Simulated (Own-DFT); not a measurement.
# Which defects push the lattice out? zincblende GaAs

Calculated, not measured: single-point runs of Own-DFT, a retired in-house plane-wave DFT program that no person has reviewed, on unrelaxed cells, without spin or spin-orbit coupling.

Common settings: PBE; PseudoDojo norm-conserving scalar-relativistic files; cutoff 42 hartree; 3 x 3 x 3 k mesh centred on Gamma; Fermi-Dirac smearing of 0.1 eV.

Limits (not all hold for every row): not probed for a lower state with spin; forces on such cells failed a check on a denser k mesh; forces not confirmed at this smearing and k mesh; forces on such cells passed a denser k mesh, each cell not checked; stress not checked against mesh or cutoff.

All runs share one cell, with vectors in Å (11.307, 0.000, 0.000); (0.000, 11.307, 0.000); (0.000, 0.000, 11.307) and a volume of 1445.4 Å³. The atoms are randomly displaced, by u rms on each axis. The defect's site can differ from row to row.

| cell | formula | u (Å) | P (GPa) |
|---|---|---|---|
| no defect | As32Ga32 | 0.0202 | 3.51 |
| no defect | As32Ga32 | 0.0498 | 3.91 |
| no defect | As32Ga32 | 0.0522 | 3.97 |
| one Al on a Ga site | AlAs32Ga31 | 0.0498 | 3.94 |
| one Al on a Ga site | AlAs32Ga31 | 0.0511 | 3.95 |
| one Al on a Ga site | AlAs32Ga31 | 0.0512 | ? |
| one Al on a Ga site | AlAs32Ga31 | 0.0513 | 3.94 |
| two Ga vacancies | As32Ga30 | 0.0283 | 2.90 |
| two Ga vacancies | As32Ga30 | 0.0321 | 3.00 |
| two Ga vacancies | As32Ga30 | 0.0337 | 2.94 |
| one In on a Ga site | As32Ga31In | 0.0319 | 4.32 |
| one In on a Ga site | As32Ga31In | 0.0462 | 4.57 |
| one In on a Ga site | As32Ga31In | 0.0489 | 4.68 |
| two As on a Ga site each | As34Ga30 | 0.0285 | 4.80 |
| two As on a Ga site each | As34Ga30 | 0.0312 | 4.79 |
| two As on a Ga site each | As34Ga30 | 0.0338 | 4.82 |

## Analysis

P = P0 + c u² + a shift for each defect gives P0 = 3.40 GPa, c = 209 ± 15 GPa/Å² and a scatter of 0.03 GPa. The shifts, and each times the cell's volume:

- two As on a Ga site each: 1.19 ± 0.03 GPa, 10.8 eV (5.4 eV for each of its 2 sites)
- one In on a Ga site: 0.73 ± 0.03 GPa, 6.6 eV
- one Al on a Ga site: 0.00 ± 0.03 GPa, 0.0 eV (not resolved)
- two Ga vacancies: -0.66 ± 0.03 GPa, -6.0 eV (-3.0 eV for each of its 2 sites)

Against the defect-free cell, a freed cell would be larger where the shift is positive and smaller where it is negative (160.2 GPa Å³ is 1 eV). The atoms around the defects weren't relaxed, which would change these numbers.

## Test on the hidden row

Asked: what pressure belongs in the blank (one Al on a Ga site, u = 0.0512 Å)?

Estimate: 3.95 ± 0.04 GPa. The calculation gave 4.08 GPa. That is outside the usual scatter, by luck or through something left out of the fit.
